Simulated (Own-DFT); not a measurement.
## Calculated data, Hf$_{36}$O$_{71}$ (tetragonal hafnia with one neutral oxygen vacancy, atoms displaced)

All values are calculated (Own-DFT development build). A calculation, not a measurement: plane-wave PBE and HSE06 DFT by an unreviewed code, no spin, of a simulated cell at Gamma alone, so results move with cell size and shape, stress positive in tension, energies less offsets, not probed for a lower state with spin; hafnium file: forces about 75 meV/angstrom off all-electron values; oxygen file: force components 24 meV/angstrom off all-electron in a glass; k mesh not checked against a denser one; forces and stress are PBE's, HSE06 gives the energy alone, and its difference from PBE has offsets of its own; offsets are fitted by least squares, one for each functional and potential file, so energies compare only between cells with the same atoms and settings and are not formation energies; the far tail of each file's local potential was reset to the Coulomb form; each entry is a single point on an unrelaxed cell, so the pressure reflects the starting lattice, taken from the Materials Project, from which strain is counted, and rises with the displacements; printed positions are rounded, which can move forces by about a meV/angstrom; the program is a retired in-house code; no spin-orbit coupling.

Common to all runs: first functional PBE; second functional HSE06; exact exchange share 0.25; screening 0.11 1/bohr; exchange divergence Gygi-Baldereschi; potential files PseudoDojo norm-conserving, scalar-relativistic, made for PBE, standard set; wave cutoff 48 hartree; occupations fixed; k mesh 1 x 1 x 1 centred on Gamma.

(1) Hf$_{36}$O$_{71}$ (tetragonal hafnia with one neutral oxygen vacancy, atoms displaced)

```
Hf36O71
1.0
     10.7800     0.0000     0.0000
      0.0000    10.7800     0.0000
      0.0000     0.0000    10.4493
Hf O Hf O Hf O Hf O Hf O Hf O Hf O Hf O Hf O Hf O Hf O Hf O Hf O Hf O Hf O Hf O Hf O Hf O
2 4 2 4 2 4 2 4 2 4 2 3 2 4 2 4 2 4 2 4 2 4 2 4 2 4 2 4 2 4 2 4 2 4 2 4
Direct
  0.00431 0.99866 0.00008
  0.16825 0.17076 0.25307
  0.99829 0.16509 0.15547
  0.16897 0.99931 0.34177
  0.99542 0.16310 0.40809
  0.16531 0.00060 0.09335
  0.00480 0.99916 0.50791
  0.17055 0.16660 0.75086
  0.00189 0.16804 0.65519
  0.16753 0.99727 0.85411
  0.00668 0.16583 0.89884
  0.16370 0.00158 0.59715
  0.99858 0.34038 0.00183
  0.16590 0.49994 0.24732
  0.99716 0.50394 0.15068
  0.16678 0.33197 0.35219
  0.00121 0.50164 0.40484
  0.16444 0.33263 0.09524
  0.00220 0.32993 0.50091
  0.16689 0.49759 0.74643
  0.99891 0.50454 0.65176
  0.16430 0.33755 0.84971
  0.99812 0.50381 0.90041
  0.16491 0.33169 0.59860
  0.99769 0.66455 0.99690
  0.16190 0.83339 0.24980
  0.99893 0.83110 0.15428
  0.16084 0.66961 0.34903
  0.99972 0.83449 0.40284
  0.16790 0.67240 0.09952
  0.00331 0.66759 0.49770
  0.16600 0.83120 0.74912
  0.00243 0.82921 0.65276
  0.16869 0.67035 0.84899
  0.16623 0.66671 0.60042
  0.33340 0.00240 0.99949
  0.50303 0.16609 0.25229
  0.33427 0.17313 0.15193
  0.49863 0.00296 0.34934
  0.33712 0.16353 0.40226
  0.49792 0.99507 0.09782
  0.33332 0.00300 0.49838
  0.49906 0.16269 0.74945
  0.33242 0.16404 0.65634
  0.49744 0.99989 0.84530
  0.33237 0.16508 0.90384
  0.50064 0.00140 0.60053
  0.33596 0.33376 0.00383
  0.49799 0.49937 0.24924
  0.33263 0.49820 0.14978
  0.50034 0.33394 0.34793
  0.33394 0.50285 0.40772
  0.50017 0.33560 0.09885
  0.33318 0.33161 0.50070
  0.49648 0.50001 0.75285
  0.33045 0.50060 0.65011
  0.50122 0.33461 0.84814
  0.33183 0.49795 0.90784
  0.49945 0.33382 0.59538
  0.33325 0.66922 0.99887
  0.50143 0.83490 0.25005
  0.33381 0.83761 0.15107
  0.49660 0.66120 0.35201
  0.33352 0.83644 0.39483
  0.49928 0.67397 0.09906
  0.32964 0.66709 0.49887
  0.50512 0.83288 0.74863
  0.33247 0.83622 0.65562
  0.49950 0.66635 0.84564
  0.33690 0.83583 0.90283
  0.50447 0.66543 0.59783
  0.66883 0.00192 0.99569
  0.83144 0.17150 0.24919
  0.66862 0.16886 0.15155
  0.83119 0.00087 0.34688
  0.66792 0.16820 0.40394
  0.83323 0.00045 0.10158
  0.66438 0.99681 0.50046
  0.83373 0.16756 0.75267
  0.66639 0.16834 0.65336
  0.83162 0.00346 0.84755
  0.66652 0.16811 0.90379
  0.83214 0.00181 0.59539
  0.66632 0.33417 0.00184
  0.83129 0.50151 0.25100
  0.66985 0.50039 0.15485
  0.83343 0.32984 0.34516
  0.66209 0.50300 0.39495
  0.83345 0.32990 0.09692
  0.66828 0.32967 0.50457
  0.83537 0.49802 0.75080
  0.66756 0.50033 0.64779
  0.82708 0.33198 0.84806
  0.66601 0.50163 0.89977
  0.83429 0.33038 0.60112
  0.66808 0.66655 0.00118
  0.83045 0.83590 0.24484
  0.66933 0.83664 0.15448
  0.83172 0.66656 0.34623
  0.66747 0.83211 0.40158
  0.83636 0.66481 0.10182
  0.66297 0.66694 0.50034
  0.83865 0.83120 0.75272
  0.66875 0.83344 0.65225
  0.83078 0.66898 0.85040
  0.66236 0.83379 0.89606
  0.83159 0.66904 0.59600
```

| Quantity | Value |
| --- | --- |
| PBE energy of cell above offsets | -101.027 eV |
| HSE06 less PBE above offsets | -0.141 eV |
| PBE pressure | 0.6 GPa |
| PBE stress xx | -0.74 GPa |
| PBE stress yy | 0.11 GPa |
| PBE stress zz | -1.18 GPa |
| PBE stress yz | 0.09 GPa |
| PBE stress xz | -0.21 GPa |
| PBE stress xy | 0.02 GPa |

Force:
```
element  x (eV/Å)  y (eV/Å)  z (eV/Å)
     Hf    -0.651     0.294    -0.126
     Hf    -0.679    -1.083    -0.965
      O     0.762     0.348       0.1
      O    -0.049     0.882     0.655
      O     0.696     0.499    -0.143
      O     0.322     0.094     0.611
     Hf    -2.244         0    -1.596
     Hf    -1.459     0.006     1.264
      O      0.02    -0.067    -0.017
      O     -0.46    -0.173    -1.131
      O    -0.507     0.535     0.883
      O     1.513     0.089     0.561
     Hf     0.301    -1.554    -0.473
     Hf    -0.338     0.494     0.339
      O     0.893    -0.579    -0.044
      O     0.149     0.512    -0.293
      O     0.122    -0.881    -0.365
      O     0.037     0.337     0.706
     Hf    -0.902     0.054     -0.16
     Hf    -0.236     0.539     0.513
      O     0.271    -0.382     0.281
      O     0.164    -0.407    -0.527
      O    -0.215    -0.596    -0.157
      O     0.659     0.115     0.223
     Hf     0.427     1.458     0.768
     Hf     0.917     0.132    -0.448
      O     -0.06     0.253    -0.953
      O     0.526      -0.9    -0.022
      O     0.312     0.258     0.302
      O    -0.331    -0.662    -0.316
     Hf    -1.218     0.141     0.097
     Hf     0.815      0.39     0.665
      O    -0.306     0.403     0.507
      O    -0.419    -0.723    -0.006
      O     0.265     0.039    -0.259
     Hf     -0.18    -1.268      0.32
     Hf         0     0.296    -0.321
      O    -0.001    -0.172     0.453
      O     0.327    -0.408     0.085
      O    -0.395     0.977     0.152
      O     0.966     0.607    -0.044
     Hf     0.158    -1.434     0.098
     Hf      0.57     0.503     0.289
      O     0.316     0.209    -0.864
      O     0.335     0.308     0.258
      O     0.008     0.956    -0.348
      O     -0.41     0.085    -0.368
     Hf    -0.365    -0.395    -0.398
     Hf     0.918     0.151     0.709
      O    -0.365     0.027     0.628
      O    -0.463    -0.243    -0.153
      O     -0.54    -0.946    -0.697
      O     0.385     0.091    -0.004
     Hf     0.444     0.593    -0.163
     Hf     0.892     0.107    -0.678
      O     0.363    -0.148      0.43
      O    -0.234    -0.457    -0.038
      O     0.213     0.572     -0.75
      O    -0.423    -0.167     0.232
     Hf    -0.089     0.851     0.123
     Hf    -0.868    -0.448     -0.11
      O    -0.309    -0.264     0.345
      O    -0.133     1.166    -0.733
      O     0.095    -0.395     1.247
      O     0.467    -0.517    -0.165
     Hf     1.047     0.836     0.104
     Hf    -0.558    -0.103     0.183
      O     0.296    -0.168    -0.664
      O    -0.186    -0.269     0.315
      O    -0.012    -0.422     0.075
      O    -1.734     0.244     0.324
     Hf     0.034    -0.479      0.76
     Hf     0.588    -1.853     0.314
      O    -0.968    -0.025    -0.115
      O    -0.317    -0.067    -0.282
      O    -0.445    -0.362    -0.035
      O     0.023    -0.187    -1.177
     Hf     1.232     0.164    -0.355
     Hf     0.304    -0.125    -0.677
      O    -0.168     0.093     0.142
      O     0.202    -0.918     0.195
      O    -0.237    -0.151    -0.056
      O     0.413    -0.088     0.442
     Hf     0.008     0.075    -0.376
     Hf    -0.083     0.427     0.954
      O    -0.924     0.028        -1
      O     0.106     1.414     0.717
      O     0.481     -0.96     0.871
      O     0.026     0.374    -0.141
     Hf    -0.104      1.09    -0.559
     Hf    -0.967     0.407    -0.784
      O    -0.047    -0.344      0.79
      O      0.49     0.567     0.322
      O     0.053     0.059     0.588
      O     0.372     0.258    -0.264
     Hf    -0.108     0.254    -0.109
     Hf     0.802     0.404      1.55
      O    -0.832    -0.344    -0.905
      O     0.272     0.075    -0.134
      O    -0.619     0.254    -0.034
      O    -0.722     0.088    -0.937
     Hf     1.087    -0.665     -0.48
     Hf    -0.821     0.436    -0.694
      O    -0.025     0.306    -0.157
      O      0.55    -0.371     0.132
      O     0.198    -0.047      0.91
      O     0.521    -0.011     0.237
```

(2) Hf$_{36}$O$_{71}$ (tetragonal hafnia with one neutral oxygen vacancy, atoms displaced)

```
Hf36O71
1.0
     10.7800     0.0000     0.0000
      0.0000    10.7800     0.0000
      0.0000     0.0000    10.4493
Hf O Hf O Hf O Hf O Hf O Hf O Hf O Hf O Hf O Hf O Hf O Hf O Hf O Hf O Hf O Hf O Hf O Hf O
2 4 2 4 2 4 2 4 2 4 2 4 2 4 2 4 2 4 2 4 2 3 2 4 2 4 2 4 2 4 2 4 2 4 2 4
Direct
  0.00299 0.00016 0.99620
  0.16527 0.17230 0.25366
  0.99224 0.16806 0.15332
  0.16538 0.99846 0.34544
  0.00291 0.16255 0.40623
  0.16548 0.98955 0.10320
  0.00115 0.00406 0.51235
  0.16387 0.16474 0.74301
  0.00206 0.15659 0.66854
  0.16372 0.01070 0.85127
  0.98087 0.15953 0.89378
  0.15105 0.99899 0.59402
  0.99974 0.32759 0.00365
  0.18186 0.49932 0.25928
  0.00099 0.49585 0.15037
  0.16545 0.32489 0.33603
  0.00354 0.49606 0.41732
  0.17754 0.32101 0.09062
  0.00175 0.33938 0.48533
  0.15917 0.49410 0.75265
  0.00227 0.49360 0.64877
  0.16908 0.33524 0.85349
  0.00891 0.50237 0.89551
  0.16816 0.33800 0.59810
  0.00973 0.67198 0.99697
  0.17429 0.82034 0.25982
  0.99406 0.82887 0.16348
  0.16033 0.66047 0.36033
  0.00119 0.82169 0.39812
  0.16596 0.67565 0.09941
  0.99761 0.67257 0.50774
  0.17330 0.83147 0.75458
  0.99579 0.83051 0.66719
  0.16075 0.66456 0.85088
  0.00122 0.82784 0.90997
  0.17195 0.66404 0.59620
  0.33822 0.00210 0.00982
  0.50325 0.17034 0.25441
  0.31969 0.15772 0.14980
  0.49667 0.99512 0.34752
  0.33463 0.17105 0.40154
  0.49922 0.99044 0.09247
  0.32471 0.00758 0.51234
  0.51147 0.16669 0.75337
  0.33435 0.17039 0.64434
  0.48934 0.00149 0.84837
  0.33716 0.16122 0.90760
  0.50638 0.01236 0.59346
  0.32611 0.32583 0.00540
  0.49022 0.50386 0.25701
  0.33971 0.49288 0.14440
  0.49631 0.33404 0.33998
  0.33036 0.49471 0.40379
  0.51191 0.32843 0.08826
  0.33572 0.34158 0.50254
  0.49801 0.50304 0.75013
  0.33831 0.48214 0.64186
  0.49998 0.33712 0.85188
  0.33738 0.49189 0.88460
  0.49605 0.33190 0.59178
  0.33820 0.66894 0.99414
  0.49688 0.82740 0.25146
  0.50132 0.66630 0.33919
  0.33612 0.83289 0.40383
  0.49256 0.67229 0.09176
  0.32672 0.66335 0.49002
  0.50381 0.83031 0.75425
  0.33213 0.83929 0.65737
  0.50590 0.66906 0.83454
  0.33378 0.84036 0.89559
  0.49913 0.66804 0.60595
  0.67311 0.00927 0.99665
  0.82584 0.16432 0.24663
  0.67700 0.17794 0.15180
  0.82791 0.01568 0.35054
  0.68330 0.15571 0.39790
  0.81595 0.99017 0.09854
  0.67033 0.00406 0.49278
  0.83460 0.18269 0.76044
  0.66191 0.17771 0.65426
  0.83909 0.00587 0.84722
  0.67618 0.16747 0.90228
  0.82507 0.01454 0.60883
  0.67067 0.33052 0.01498
  0.82869 0.49907 0.25199
  0.65398 0.50122 0.15034
  0.82458 0.33481 0.35614
  0.67606 0.49829 0.40296
  0.82949 0.34062 0.11960
  0.66737 0.33281 0.51493
  0.83434 0.48532 0.74945
  0.65378 0.51980 0.65815
  0.82475 0.33243 0.84079
  0.66314 0.50871 0.91089
  0.83680 0.32277 0.60954
  0.66369 0.66502 0.99859
  0.81547 0.83051 0.26250
  0.66492 0.84273 0.15979
  0.83194 0.65382 0.35010
  0.66795 0.84071 0.39864
  0.83158 0.65859 0.09373
  0.66859 0.66066 0.48905
  0.84267 0.83117 0.75554
  0.67968 0.82833 0.65284
  0.83673 0.67122 0.85138
  0.65260 0.83963 0.90339
  0.83853 0.68083 0.59874
```

| Quantity | Value |
| --- | --- |
| PBE energy of cell above offsets | -88.187 eV |
| HSE06 less PBE above offsets | 0.511 eV |
| PBE pressure | 5.3 GPa |
| PBE stress xx | -4.22 GPa |
| PBE stress yy | -6.45 GPa |
| PBE stress zz | -5.23 GPa |
| PBE stress yz | 1.18 GPa |
| PBE stress xz | -0.18 GPa |
| PBE stress xy | 0.24 GPa |

Force:
```
element  x (eV/Å)  y (eV/Å)  z (eV/Å)
     Hf    -0.511    -1.229      1.37
     Hf    -0.714     -5.36    -1.194
      O     1.184     0.285    -1.177
      O     0.509    -0.273     0.785
      O     0.373     0.916     0.205
      O     0.049    -0.415    -0.919
     Hf    -5.112    -0.065    -2.929
     Hf     2.052     1.227     1.298
      O    -0.567     0.454    -1.979
      O    -0.604    -1.559    -0.419
      O     1.425     2.972     2.624
      O     4.692     -0.23     2.516
     Hf     0.666     0.944     0.807
     Hf    -2.731     0.376    -2.137
      O     1.593    -0.568      1.08
      O    -0.211     4.425     2.154
      O     0.214     2.746    -2.779
      O    -5.125     0.483     2.113
     Hf     -0.45    -3.224     2.934
     Hf     1.763     0.098    -0.338
      O    -1.572     0.086     0.691
      O    -0.886     -1.78    -0.249
      O    -1.152    -1.776      0.49
      O    -1.089    -0.595    -0.737
     Hf    -2.611     -1.45     1.849
     Hf    -2.029     2.783    -1.906
      O     0.046    -0.013    -0.178
      O     1.388    -1.046     -0.95
      O    -0.316     1.715     1.833
      O     2.262    -0.424     0.765
     Hf     0.179    -0.371    -0.109
     Hf    -0.362     0.313     0.737
      O     3.462      0.22    -2.078
      O     0.864     0.522    -0.574
      O     0.434     2.634    -0.769
      O     -0.27     0.375     0.916
     Hf    -1.288     0.312    -1.312
     Hf    -1.182    -1.893    -0.432
      O     3.107     0.572     0.602
      O     0.098     1.244    -0.755
      O    -0.016    -0.442    -0.163
      O     0.893     0.623     1.319
     Hf     2.145     0.239    -1.592
     Hf      -2.9    -0.156     0.779
      O    -0.823    -0.984     0.871
      O     0.834     0.649    -0.702
      O     -0.32     1.237    -0.096
      O    -0.965    -0.439      0.13
     Hf     4.727     0.076    -4.003
     Hf     2.446    -1.466    -2.529
      O    -1.227     0.149     0.728
      O      0.36     0.395     0.785
      O    -0.108     1.715    -2.646
      O    -3.506     -1.06     2.047
     Hf    -0.517    -3.282     1.713
     Hf    -2.068    -1.176     0.796
      O    -0.802     1.585     0.609
      O     1.009    -1.067    -1.309
      O    -0.699     1.723      2.03
      O     1.865     0.029     0.081
     Hf    -1.415    -0.147    -0.881
     Hf    -0.466     2.785    -1.444
      O     0.215    -0.709     2.051
      O    -0.542    -0.545     0.039
      O     0.678     0.391     0.574
     Hf     1.321     1.436     3.047
     Hf     1.842     1.923    -1.606
      O    -0.307     0.604    -0.871
      O    -0.954    -0.753     2.686
      O    -0.624    -1.796     1.407
      O    -1.253     0.397    -2.952
     Hf    -1.875    -2.789    -0.973
     Hf     2.395     0.852     1.898
      O    -3.547    -0.815    -0.991
      O     1.088    -4.216     0.059
      O    -2.784     4.293    -0.082
      O     3.638     0.891     0.919
     Hf     0.114    -1.568      2.69
     Hf    -0.327    -7.287     -3.46
      O     1.397     0.856    -0.602
      O    -0.613    -1.608     0.813
      O    -0.554     1.137    -0.325
      O     1.088    -0.447    -1.534
     Hf    -0.182     1.727    -2.072
     Hf     0.008    -0.743    -1.925
      O     0.276     0.367     1.477
      O     0.953    -0.334      0.42
      O    -1.417    -0.834     0.473
      O     1.265    -0.081    -2.483
     Hf     0.706     -1.15    -1.398
     Hf     0.006     4.748     -0.44
      O     4.226    -1.867    -1.481
      O     0.282     3.764     4.666
      O     0.664    -2.395    -1.124
      O    -0.109     1.528    -0.924
     Hf     1.581     1.525     0.246
     Hf     3.317     0.968     -1.64
      O    -1.241    -1.597    -0.238
      O    -0.357     2.179     0.701
      O     0.185    -2.214     0.388
      O    -0.389    -0.002     0.557
     Hf       0.2     2.149     3.496
     Hf    -3.828     0.815     0.604
      O    -1.837     0.282     0.178
      O    -0.231    -1.623    -0.447
      O     0.479    -0.286     0.551
      O    -0.984    -1.583    -0.741
```
